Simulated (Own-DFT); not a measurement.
Al₃GaAs₄ (zincblende random alloy, atoms displaced) (calculated)

A calculation, not a measurement: plane-wave PBE density functional theory by an unreviewed code, no spin, of a simulated periodic cell, stress positive in tension, free energy of the whole cell less one offset for each atom, forces on such cells passed a denser k mesh, this cell's mesh not checked; offsets are fitted by least squares, one for each functional and potential file, so energies compare only between cells with the same atoms and settings and are not formation energies; the far tail of each file's local potential was reset to the Coulomb form; each entry is a single point on an unrelaxed cell, so the pressure reflects the starting lattice, mostly measured values, from which strain is counted, and rises with the displacements; printed positions are rounded, which can move forces by about a meV/angstrom; the program is a retired in-house code; no spin-orbit coupling. Program: Own-DFT development build.

Common to all runs: functional PBE; potential files PseudoDojo norm-conserving, scalar-relativistic, standard set; wave cutoff 42 hartree; occupations Fermi-Dirac; smearing width 0.1 eV; k mesh 3 x 3 x 3 centred on Gamma.

(1) Al₃GaAs₄ (zincblende random alloy, atoms displaced)

```
Al3GaAs4
1.0
     11.3183     0.0000     0.0000
      0.0000    11.3183     0.0000
      0.0000     0.0000    11.3183
Ga Al As Ga Al As Ga As Al As Al As Al As Al Ga Al As Al As
1 3 4 2 2 4 4 4 4 4 4 4 4 4 1 1 2 4 4 4
Direct
  0.00626 0.00275 0.99512
  0.99734 0.24782 0.23746
  0.26433 0.99815 0.25515
  0.24604 0.25469 0.99116
  0.14318 0.12870 0.12737
  0.12254 0.36805 0.37900
  0.38834 0.13076 0.37176
  0.36759 0.38226 0.11328
  0.00455 0.00669 0.49450
  0.98785 0.25153 0.74478
  0.25428 0.99883 0.74653
  0.25030 0.24683 0.49553
  0.13332 0.13617 0.62518
  0.11807 0.38129 0.86243
  0.38086 0.11877 0.88238
  0.38115 0.38458 0.63185
  0.99382 0.50261 0.99837
  0.00815 0.75772 0.24100
  0.26003 0.48836 0.24402
  0.25210 0.74781 0.99273
  0.13262 0.62122 0.12817
  0.12167 0.88468 0.37553
  0.37484 0.63340 0.36434
  0.36840 0.88080 0.10957
  0.00169 0.50144 0.50244
  0.99333 0.75666 0.75040
  0.26168 0.50281 0.74152
  0.24588 0.75309 0.50528
  0.12017 0.62463 0.62891
  0.12300 0.88181 0.88474
  0.38158 0.63305 0.87033
  0.38044 0.87375 0.62282
  0.50929 0.01179 0.99924
  0.49430 0.26720 0.23806
  0.74780 0.00692 0.25461
  0.74679 0.24450 0.01020
  0.62211 0.12326 0.13235
  0.63361 0.38400 0.37199
  0.86901 0.12436 0.37651
  0.88160 0.36447 0.12361
  0.50981 0.99307 0.49695
  0.49281 0.24834 0.75653
  0.73775 0.00013 0.75927
  0.76202 0.25400 0.49788
  0.62157 0.11905 0.62939
  0.61768 0.37415 0.87368
  0.87083 0.12470 0.88121
  0.87641 0.36754 0.63058
  0.49459 0.49234 0.99257
  0.50348 0.75311 0.25234
  0.75095 0.49480 0.25050
  0.74939 0.75459 0.98307
  0.62061 0.63140 0.12223
  0.61913 0.87290 0.37590
  0.87617 0.61674 0.37723
  0.86164 0.88049 0.11943
  0.50220 0.49099 0.50261
  0.50241 0.76487 0.74757
  0.74410 0.50843 0.76931
  0.75751 0.74998 0.50862
  0.62065 0.61925 0.62789
  0.61924 0.87694 0.86658
  0.86655 0.62864 0.87590
  0.88254 0.86631 0.61905
```

It finds free energy of cell above offsets -15.997 eV; pressure 3.71 GPa; stress xx -3.67 GPa; stress yy -3.68 GPa; stress zz -3.78 GPa; stress yz -0.37 GPa; stress xz -0.15 GPa; stress xy 0.39 GPa.

Force:
```tsv
element	x (eV/Å)	y (eV/Å)	z (eV/Å)
Ga	-0.811	0.944	1.714
Al	1.386	-1.122	1.564
Al	-0.408	0.225	-0.242
Al	-0.244	-0.098	-0.406
As	-1.105	-0.398	0.002
As	-0.008	0.475	-0.826
As	-0.102	-0.065	0.365
As	0.557	-1.214	-0.649
Ga	-0.253	0.297	0.977
Ga	1.338	-1.261	1.26
Al	-0.254	0.107	0.348
Al	1.111	0.653	-0.014
As	-0.854	-1.153	0.586
As	0.555	-0.069	0.343
As	-1.214	0.942	-0.883
As	-0.155	-2.121	-1.117
Ga	0.71	0.045	0.235
Ga	-0.934	-0.388	0.327
Ga	-1.38	1.208	1.753
Ga	-0.419	-0.282	0.398
As	-0.453	0.092	-0.671
As	1.055	-0.678	-0.42
As	-0.413	-1.149	1.422
As	1.321	-0.099	0.973
Al	-0.082	-0.603	0.079
Al	1.095	-0.58	0.785
Al	-1.419	1.074	1.149
Al	-0.111	-0.351	-0.654
As	0.477	0.349	0.18
As	0.636	-1.179	-2.002
As	-0.107	-0.439	-0.281
As	-0.842	0.613	-0.531
Al	-0.265	-1.549	0.384
Al	0.691	-0.504	0.775
Al	-0.318	-1.143	0.067
Al	-0.193	0.441	-0.746
As	-0.062	0.87	0.203
As	-1.137	-1.544	0.586
As	1.074	0.313	-0.553
As	-1.411	1.603	-0.618
Al	-0.941	1.152	0.532
Al	0.358	-0.32	-0.697
Al	1.864	0.337	-1.216
Al	-1.603	-0.261	0.492
As	0.297	1.153	-0.557
As	0.932	-0.828	0.633
As	0.049	-0.038	-0.579
As	-1.22	2.473	-0.702
Al	0.535	1.785	0.389
Ga	-0.695	0.309	-1.359
Al	0.707	1.294	-1.299
Al	-1.086	0.292	1.74
As	0.712	-0.895	-0.557
As	1.95	-0.312	-0.085
As	0.1	1.014	-0.522
As	1.028	-0.014	0.066
Al	-0.031	1.385	-0.979
Al	-0.284	-2.03	-0.589
Al	-0.443	-1.159	-1.909
Al	-1.16	-1.137	-1.116
As	0.508	0.82	0.2
As	0.15	0.281	1.737
As	1.73	0.104	-0.029
As	-0.51	2.335	0.547
```

(2) Al₃GaAs₄ (zincblende random alloy, atoms displaced)

```
Al3GaAs4
1.0
     11.3183     0.0000     0.0000
      0.0000    11.3183     0.0000
      0.0000     0.0000    11.3183
Al As Ga Al As Al As Al Ga Al As Al As Al Ga Al As Ga Al Ga As Ga Al As
4 4 1 3 4 4 4 1 2 1 4 4 4 1 2 1 4 1 2 1 4 1 3 4
Direct
  0.99645 0.00802 0.00354
  0.99469 0.25865 0.25606
  0.25347 0.99702 0.25299
  0.24246 0.25097 0.00694
  0.12374 0.13490 0.12613
  0.12308 0.38678 0.37681
  0.37691 0.11848 0.37185
  0.37291 0.37628 0.12462
  0.01104 0.00562 0.49240
  0.00817 0.24336 0.74500
  0.24917 0.99370 0.76059
  0.25378 0.25843 0.50967
  0.12159 0.13263 0.61985
  0.11798 0.38509 0.86109
  0.38657 0.12443 0.87517
  0.37696 0.37373 0.62851
  0.00088 0.49760 0.99804
  0.98868 0.74207 0.26235
  0.24103 0.50051 0.24157
  0.25921 0.75139 0.00254
  0.11855 0.61736 0.11921
  0.12860 0.86370 0.37554
  0.37241 0.62308 0.36800
  0.37644 0.88107 0.12527
  0.99996 0.50030 0.50908
  0.99367 0.74107 0.74979
  0.23948 0.49702 0.73936
  0.23777 0.75571 0.50340
  0.12171 0.63524 0.62633
  0.12479 0.87867 0.87314
  0.37286 0.62928 0.87121
  0.37947 0.87593 0.61469
  0.51138 0.01426 0.01390
  0.51540 0.24410 0.25083
  0.75023 0.99014 0.24460
  0.76082 0.26290 0.99459
  0.62585 0.11745 0.12851
  0.62600 0.37980 0.37645
  0.87321 0.12004 0.37387
  0.88124 0.36558 0.12587
  0.50012 0.99954 0.49341
  0.50818 0.25279 0.74554
  0.75791 0.99246 0.75138
  0.74438 0.25451 0.49064
  0.61837 0.12315 0.62010
  0.60766 0.35817 0.87695
  0.85772 0.11771 0.87768
  0.87889 0.38087 0.63308
  0.50685 0.49704 0.00527
  0.50929 0.73772 0.24322
  0.75798 0.50736 0.25169
  0.74857 0.74440 0.00255
  0.62330 0.62994 0.13372
  0.62140 0.87556 0.36999
  0.86380 0.62275 0.36750
  0.87440 0.87791 0.12695
  0.49910 0.50464 0.48039
  0.49748 0.73761 0.74992
  0.74491 0.49705 0.74949
  0.75213 0.74424 0.50551
  0.62843 0.63106 0.62260
  0.62920 0.87556 0.88241
  0.87195 0.63019 0.86980
  0.85966 0.87246 0.62603
```

Results for Al₃GaAs₄ (zincblende random alloy, atoms displaced): free energy of cell above offsets -14.446 eV; pressure 4.09 GPa; stress xx -4.05 GPa; stress yy -3.93 GPa; stress zz -4.29 GPa; stress yz -1.09 GPa; stress xz 0.31 GPa; stress xy -0.52 GPa.

Force:
```tsv
element	x (eV/Å)	y (eV/Å)	z (eV/Å)
Al	0.272	-0.346	-0.288
Al	0.978	-1.203	0.842
Al	-0.677	0.116	-0.437
Al	1.152	0.642	-1.803
As	-0.599	-1	1.095
As	0.155	-0.806	0.378
As	-0.288	1.491	0.405
As	0.438	-0.497	0.528
Ga	-0.94	-0.83	0.417
Al	-1.801	0.465	1.105
Al	1.168	1.028	-1.446
Al	-0.242	-0.682	-1.537
As	1.429	-1.304	0.204
As	0.188	-1.49	1.379
As	-1.097	0.24	0.291
As	0.646	1.119	-0.391
Al	-0.863	0.076	-0.656
Al	1.093	0.934	-1.699
Al	0.86	-0.072	0.38
Al	-0.956	0.243	-0.115
As	0.198	1.629	0.383
As	-1.127	1.279	-1.186
As	-1.011	0.788	-0.201
As	0.66	-0.626	0.077
Al	-0.289	0.592	-0.644
Ga	0.166	1.953	-0.071
Ga	1.226	0.824	0.197
Al	2.286	-0.699	0.319
As	-0.083	-0.918	-0.395
As	-1.055	-1.002	1.051
As	-0.279	-1.522	0.508
As	-0.607	-0.429	1.206
Al	-1.908	-2.216	-2.339
Al	-1.494	0.5	0.066
Al	-0.249	0.652	0.889
Al	-1.546	-1.217	0.092
As	2.61	2.292	0.87
As	0.459	-0.048	-1.295
As	-0.224	0.441	-0.357
As	-0.633	1.989	-0.26
Al	0.008	-0.117	0.082
Ga	-1.688	-1.65	-1.053
Ga	-2.095	0.374	-0.015
Al	0.92	-0.632	1.423
As	1.259	0.015	0.029
As	2.59	2.406	1.137
As	2.102	1.139	-0.141
As	-0.622	-1.116	-0.581
Ga	-0.964	0.47	-0.364
Al	-2.61	2.682	1.968
Al	-1.551	-2.04	-1.576
Ga	0.282	0.755	-0.08
As	2.083	-2.398	-2.175
As	0.596	-0.911	0.388
As	1.336	0.361	2.854
As	0.898	-1.142	-0.343
Ga	-0.266	0.081	1.909
Al	0.495	1.9	-0.281
Al	-0.468	0.003	0.485
Al	-0.655	0.842	-1.438
As	-0.841	-1.582	0.121
As	-0.974	-0.159	-0.344
As	-0.564	-1.619	1.264
As	2.711	-0.047	-0.83
```

(3) Al₃GaAs₄ (zincblende random alloy, atoms displaced)

```
Al3GaAs4
1.0
     11.3183     0.0000     0.0000
      0.0000    11.3183     0.0000
      0.0000     0.0000    11.3183
Al Ga As Al Ga As Ga Al As Al As Ga Al Ga Al As Ga Al As Al As Al Ga As
3 1 4 3 1 4 1 3 4 4 4 1 1 1 1 4 1 3 4 4 4 2 2 4
Direct
  0.99712 0.00183 0.98123
  0.99695 0.24669 0.25854
  0.24750 0.00043 0.25713
  0.24952 0.26165 0.00942
  0.12629 0.11849 0.13021
  0.12972 0.37150 0.37174
  0.36299 0.13293 0.36963
  0.36036 0.37058 0.12480
  0.02144 0.99874 0.48711
  0.98570 0.24591 0.74653
  0.25066 0.99845 0.76085
  0.25074 0.24480 0.49395
  0.13532 0.13275 0.60287
  0.13610 0.38123 0.87507
  0.37515 0.12059 0.87785
  0.37970 0.37528 0.61522
  0.00456 0.49583 0.00653
  0.00571 0.73658 0.25296
  0.25122 0.48839 0.25546
  0.23959 0.74281 0.00211
  0.12254 0.62882 0.12335
  0.12005 0.88205 0.39003
  0.37247 0.62652 0.37612
  0.37744 0.87279 0.12799
  0.01009 0.49837 0.50005
  0.00255 0.75662 0.75513
  0.26230 0.49426 0.75386
  0.25594 0.75275 0.49317
  0.12122 0.62659 0.62683
  0.11784 0.89239 0.89084
  0.36279 0.62765 0.87313
  0.37415 0.88020 0.61902
  0.50364 0.00161 0.99791
  0.51668 0.25722 0.23602
  0.76012 0.99536 0.24639
  0.75627 0.23763 0.00958
  0.62684 0.13393 0.12468
  0.62892 0.36582 0.36950
  0.87383 0.12721 0.38983
  0.88423 0.36185 0.13788
  0.49917 0.00891 0.49600
  0.50018 0.24207 0.74196
  0.76689 0.00932 0.74907
  0.75680 0.24041 0.48410
  0.63615 0.12970 0.63575
  0.62991 0.37567 0.87687
  0.87505 0.11735 0.87784
  0.88404 0.37722 0.63115
  0.50152 0.49954 0.00539
  0.50619 0.75602 0.24184
  0.74929 0.48794 0.25809
  0.74917 0.75284 0.99145
  0.62550 0.61720 0.12348
  0.61680 0.87557 0.36604
  0.87875 0.62387 0.37791
  0.88838 0.88222 0.11253
  0.49428 0.49735 0.50324
  0.51158 0.74660 0.75211
  0.75715 0.49135 0.76080
  0.74941 0.74372 0.48827
  0.63266 0.62479 0.62024
  0.62295 0.87531 0.88308
  0.88178 0.62101 0.88946
  0.87678 0.86797 0.62053
```

It finds free energy of cell above offsets -12.481 eV; pressure 4.57 GPa; stress xx -4.7 GPa; stress yy -4.76 GPa; stress zz -4.26 GPa; stress yz -1.13 GPa; stress xz 1.2 GPa; stress xy 0.99 GPa.

Force:
```tsv
element	x (eV/Å)	y (eV/Å)	z (eV/Å)
Al	-0.554	1.952	3.756
Al	1.161	-1.178	0.33
Al	0.059	-0.839	-0.491
Ga	-1.417	-2.525	-1.57
As	-0.786	0.572	-0.713
As	-0.905	-0.061	0.63
As	2.677	-0.283	-0.875
As	3.284	1.431	1.097
Al	-4.155	3.052	3.712
Al	2.294	-0.31	0.335
Al	-0.206	0.185	-1.494
Ga	0.952	2.252	-0.283
As	-1.789	-1.531	3.6
As	-1.512	-1.159	-0.136
As	0.002	1.205	0.094
As	-0.792	-1.196	1.19
Ga	-0.045	-0.572	0.121
Al	-0.51	1.951	0.128
Al	-0.05	1.802	-0.374
Al	0.924	1.564	-0.271
As	0.579	-1.578	0.998
As	2.966	-4.289	-4.331
As	0.788	-0.403	-0.961
As	-0.93	0.434	-0.584
Al	-0.279	-0.018	0.223
Al	-0.118	-0.418	0.228
Al	-0.775	0.396	-1.461
Al	-0.78	-0.123	1.232
As	1.265	0.157	0.269
As	2.863	-3.464	-2.744
As	1.792	0.298	0.438
As	0.526	-0.45	1.013
Ga	-0.481	0.083	0.844
Al	-2.7	0.13	0.818
Ga	-0.289	0.31	0.106
Al	0.354	1.69	-0.945
As	0.267	-2.438	-0.174
As	-0.737	0.623	1.505
As	2.377	-2.836	-2.52
As	-1.008	1.211	-1.363
Ga	-0.011	0.249	0.269
Al	-0.313	0.93	1.025
Al	-1.388	-2.243	-0.825
Al	-2.052	2.468	3.363
As	-0.005	-0.4	-1.752
As	-0.761	-1.173	0.56
As	-0.189	2.162	-0.186
As	-1.173	0.184	-1.631
Al	-1.058	-0.288	-0.732
Al	-0.608	-1.563	0.017
Al	0.825	1.13	-1.016
Al	0.459	-0.467	1.374
As	0.868	0.658	0.624
As	1.316	0.637	0.835
As	-0.071	-1.108	-0.538
As	-0.784	-1.33	1.082
Al	1.353	0.967	-0.973
Al	-1.115	0.355	-0.477
Ga	0.205	1.139	-0.649
Ga	-0.365	1.077	0.452
As	-0.21	-0.858	0.624
As	0.71	0.503	-1.489
As	-0.21	0.407	-1.188
As	0.263	0.94	-0.145
```

(4) Al₃GaAs₄ (zincblende random alloy, atoms displaced)

```
Al3GaAs4
1.0
     11.3183     0.0000     0.0000
      0.0000    11.3183     0.0000
      0.0000     0.0000    11.3183
Al As Al Ga Al As Ga Al Ga As Al Ga As Ga Al As Al Ga Al As Al Ga As Ga Al As
4 4 2 1 1 4 1 2 1 4 3 1 4 1 3 4 1 1 2 4 3 1 4 1 3 4
Direct
  0.00145 0.00027 0.99961
  0.98616 0.24174 0.25833
  0.26298 0.99397 0.23713
  0.26260 0.25575 0.00430
  0.13606 0.12348 0.12415
  0.12114 0.35907 0.37984
  0.36740 0.11153 0.37445
  0.37509 0.37167 0.13163
  0.00219 0.00019 0.50153
  0.99623 0.26037 0.74546
  0.25009 0.99561 0.74611
  0.24061 0.25185 0.50529
  0.12600 0.12336 0.61430
  0.11975 0.37490 0.86369
  0.37358 0.11771 0.88512
  0.36790 0.36738 0.62170
  0.00425 0.50462 0.99429
  0.99845 0.76679 0.25098
  0.25557 0.49583 0.25012
  0.23618 0.74745 0.00093
  0.13300 0.61750 0.12199
  0.11276 0.86466 0.38500
  0.39065 0.61725 0.37558
  0.37246 0.89386 0.12928
  0.00312 0.48955 0.51919
  0.99335 0.75379 0.76144
  0.24541 0.51168 0.74913
  0.24928 0.75073 0.50720
  0.12138 0.62637 0.62573
  0.12369 0.89300 0.89058
  0.37347 0.61371 0.87216
  0.37675 0.87808 0.62557
  0.50359 0.00791 0.99973
  0.50000 0.25338 0.25538
  0.75150 0.00258 0.24582
  0.75068 0.24525 0.99096
  0.62035 0.12631 0.12401
  0.61742 0.36639 0.37971
  0.88026 0.12976 0.37840
  0.86163 0.37936 0.11030
  0.49111 0.99550 0.51164
  0.49536 0.25567 0.74430
  0.75161 0.01415 0.75780
  0.74903 0.24857 0.49947
  0.62361 0.13485 0.63790
  0.62772 0.37449 0.87768
  0.86703 0.11914 0.87565
  0.86729 0.37272 0.62255
  0.48715 0.50110 0.98593
  0.50556 0.75053 0.24392
  0.74273 0.49952 0.24211
  0.75025 0.75371 0.01005
  0.62579 0.63112 0.11524
  0.62407 0.88215 0.36943
  0.87516 0.61744 0.38461
  0.87008 0.88772 0.11597
  0.50525 0.49778 0.49506
  0.49584 0.75569 0.74091
  0.75091 0.50641 0.75753
  0.74107 0.75651 0.51421
  0.62682 0.62727 0.62291
  0.62132 0.88788 0.87641
  0.87856 0.62438 0.87398
  0.87349 0.87600 0.62245
```

(5) Al₃GaAs₄ (zincblende random alloy, atoms displaced)

```
Al3GaAs4
1.0
     11.3183     0.0000     0.0000
      0.0000    11.3183     0.0000
      0.0000     0.0000    11.3183
Al Ga Al As Al As Al As Ga Al As Al Ga Al As Ga Al As Al As Ga Al As
1 2 1 4 4 4 4 4 1 3 4 2 1 1 4 2 2 4 4 4 2 2 4
Direct
  0.99952 0.00568 0.99389
  0.00826 0.25056 0.25358
  0.23844 0.00567 0.24696
  0.25145 0.24417 0.99097
  0.11726 0.12698 0.11792
  0.11881 0.37138 0.38316
  0.37485 0.11941 0.36863
  0.38197 0.36675 0.11432
  0.00019 0.97880 0.49051
  0.98669 0.26163 0.74844
  0.24861 0.00102 0.75243
  0.23893 0.25419 0.50873
  0.12961 0.11410 0.62817
  0.12220 0.37369 0.87806
  0.36986 0.13476 0.86542
  0.37294 0.37369 0.61565
  0.00762 0.50237 0.00184
  0.99946 0.75245 0.24403
  0.25064 0.49656 0.25244
  0.24427 0.75874 0.00677
  0.11796 0.63599 0.12315
  0.12514 0.87186 0.37805
  0.39174 0.62828 0.37485
  0.37875 0.87988 0.11620
  0.99035 0.49608 0.49628
  0.00516 0.76168 0.74324
  0.24246 0.49593 0.73919
  0.25131 0.74930 0.49742
  0.12595 0.62823 0.61994
  0.11814 0.86588 0.85715
  0.35982 0.61979 0.86682
  0.37173 0.86936 0.61576
  0.49742 0.00156 0.99310
  0.50411 0.24492 0.25274
  0.74163 0.00561 0.24888
  0.75656 0.24168 0.99807
  0.62560 0.11856 0.13380
  0.62753 0.37980 0.38287
  0.88129 0.13361 0.36818
  0.88963 0.37195 0.11283
  0.49809 0.00057 0.50561
  0.48987 0.25255 0.74505
  0.75070 0.00280 0.73844
  0.75004 0.25969 0.49650
  0.63306 0.12405 0.62957
  0.63304 0.38224 0.86706
  0.87442 0.12690 0.86604
  0.87670 0.37505 0.61826
  0.48808 0.49178 0.01114
  0.49245 0.74868 0.23834
  0.76158 0.49290 0.25021
  0.75026 0.76323 0.01375
  0.63635 0.63232 0.12917
  0.62002 0.87677 0.36753
  0.86982 0.62647 0.37661
  0.87356 0.86574 0.12194
  0.50308 0.50952 0.50044
  0.49792 0.74638 0.75027
  0.74638 0.49820 0.74824
  0.74941 0.75192 0.49795
  0.61676 0.62113 0.62719
  0.62627 0.87416 0.86949
  0.87845 0.62106 0.88092
  0.87157 0.87151 0.63248
```

## Withheld values
1. Give the missing stress xx for Al₃GaAs₄ (zincblende random alloy, atoms displaced) (entry 4).
2. Give the missing pressure for Al₃GaAs₄ (zincblende random alloy, atoms displaced) (entry 5).
3. Give the table of force values for Al₃GaAs₄ (zincblende random alloy, atoms displaced) (entry 5).

Answers
1. -4.49 GPa
2. 3.91 GPa
3. 
Force:
```tsv
element	x (eV/Å)	y (eV/Å)	z (eV/Å)
Al	-0.45	-1.258	-0.542
Ga	-0.442	0.335	-0.892
Ga	0.648	-0.448	-0.141
Al	-0.697	0.649	0.725
As	0.878	0.111	0.102
As	0.809	0.798	-0.746
As	-0.602	0.853	0.868
As	-1.912	-1.459	2.322
Al	-1.127	2.283	1.403
Al	1.692	-1.089	0.154
Al	0.551	-0.935	-0.337
Al	0.711	-1.436	-0.646
As	-1.705	0.895	-0.593
As	0.247	0.051	-0.701
As	0.638	-1.604	0.537
As	0.137	0.713	0.073
Al	-0.129	0.385	-0.609
Al	-0.426	-0.108	1.352
Al	0.207	0.331	-0.147
Al	0.224	-0.476	-1.512
As	1.223	-1.24	0.53
As	0.735	-0.869	-1.689
As	-2.14	-0.107	-0.546
As	-1.041	0.159	0.59
Ga	0.728	1.262	0.041
Al	-1.762	-3.243	-0.652
Al	0.056	-0.232	0.423
Al	0.201	-0.782	-0.515
As	-0.685	-0.358	-0.356
As	2.059	2.433	3.168
As	0.666	0.324	1.279
As	0.324	0.736	1.454
Al	0.543	0.563	-0.459
Al	-0.131	0.572	0.285
Ga	1.869	-1.141	0.97
Al	-0.857	0.624	0.081
As	-0.722	1.256	-2.285
As	-0.541	0.021	-1.302
As	-0.788	-1.333	0.932
As	-0.887	-0.309	1.225
Ga	0.451	0.015	-0.548
Ga	1.632	0.579	-0.114
Al	0.174	-0.624	1.629
Al	0.312	-1.453	0.251
As	-1.406	1.252	-1.319
As	-1.689	-1.585	1.713
As	-0.13	-0.56	0.18
As	-1.048	0.529	0.515
Al	2.377	2.632	-2.469
Al	1.156	0.384	0.134
Al	-0.404	0.062	-0.519
Al	-1.069	-1.897	-2.778
As	-1.153	-1.397	0.004
As	-0.034	-0.309	0.654
As	0.679	0.122	-0.483
As	1.432	3.048	1.21
Ga	-0.254	-1.22	0.06
Ga	-0.645	0.049	0.202
Al	1.321	1.089	-0.46
Al	-0.908	0.008	0.255
As	1.5	0.885	0.15
As	0.12	0.374	0.234
As	-0.413	0.975	-0.754
As	-0.102	0.115	-1.587
```

Further results for Al₃GaAs₄ (zincblende random alloy, atoms displaced) (entry 4):

- free energy of cell above offsets: -13.559 eV
- pressure: 4.34 GPa
- stress yy: -4.23 GPa
- stress zz: -4.29 GPa
- stress yz: -0.28 GPa
- stress xz: -0.38 GPa
- stress xy: -0.11 GPa

Force:
```tsv
element	x (eV/Å)	y (eV/Å)	z (eV/Å)
Al	-0.774	2.174	1.114
Al	1.717	1.651	-2.62
Al	-3.937	2.062	3.542
Al	-1.528	-0.522	-0.871
As	-1.334	0.571	0.23
As	-0.409	1.874	-0.773
As	0.522	1.375	0.765
As	0.88	0.847	-0.494
Al	-0.58	-0.261	-0.149
Al	-0.333	-1.792	-0.142
Ga	-0.349	0.95	0.617
Al	1.407	-0.965	-1.105
As	-0.572	-0.135	2.01
As	1.254	0.267	1.191
As	-0.224	1.185	-1.684
As	0.18	1.727	0.253
Ga	-0.139	-0.821	0.294
Al	-1.03	-2.139	-0.668
Al	-0.575	-0.074	1.059
Ga	1.595	0.736	-0.178
As	-1.219	0.491	1.243
As	1.976	1.261	-0.465
As	-1.594	1.31	-0.636
As	2.997	-4.586	-3.136
Al	0.016	0.338	-1.938
Al	0.944	0.927	-0.75
Al	-0.102	-1.586	-0.618
Ga	0.308	-0.608	-0.87
As	-0.1	0.791	0.701
As	0.846	-2.423	-2.472
As	-0.771	2.932	-0.845
As	-1.372	-1.012	0.436
Ga	-0.208	-0.607	0.442
Al	-0.688	-1.612	-0.101
Al	-0.315	0.709	0.59
Al	-0.688	-0.002	0.834
As	0.828	0.841	0.498
As	1.409	0.68	-0.563
As	-1.782	-1.893	0.944
As	1.251	-0.398	0.965
Al	1.773	1.682	-1.656
Ga	-0.353	-0.071	1.476
Al	-1.04	-1.952	-1.665
Al	-0.434	-0.358	0.082
As	0.168	-1.077	-1.494
As	-0.779	0.387	-0.581
As	2.639	1.42	0.56
As	-0.504	0.389	0.861
Al	1.9	-1.281	2.021
Al	-0.538	0.622	0.151
Al	0.268	0.136	1.008
Ga	0.076	0.328	-1.777
As	-1.141	-1.178	0.347
As	-0.011	-0.405	1.024
As	-0.251	0.519	-0.54
As	0.772	-0.707	0.964
Ga	-0.176	-0.546	1.389
Al	0.805	-0.821	1.453
Al	-0.427	-0.596	-0.662
Al	0.789	0.008	-2.216
As	-0.797	-0.7	0.999
As	0.406	-1.453	-0.472
As	-0.674	0.617	0.874
As	0.018	0.775	1.207
```

Further results for Al₃GaAs₄ (zincblende random alloy, atoms displaced) (entry 5):

- free energy of cell above offsets: -15.122 eV
- stress xx: -3.94 GPa
- stress yy: -3.9 GPa
- stress zz: -3.88 GPa
- stress yz: 0.57 GPa
- stress xz: -0.57 GPa
- stress xy: -0.45 GPa
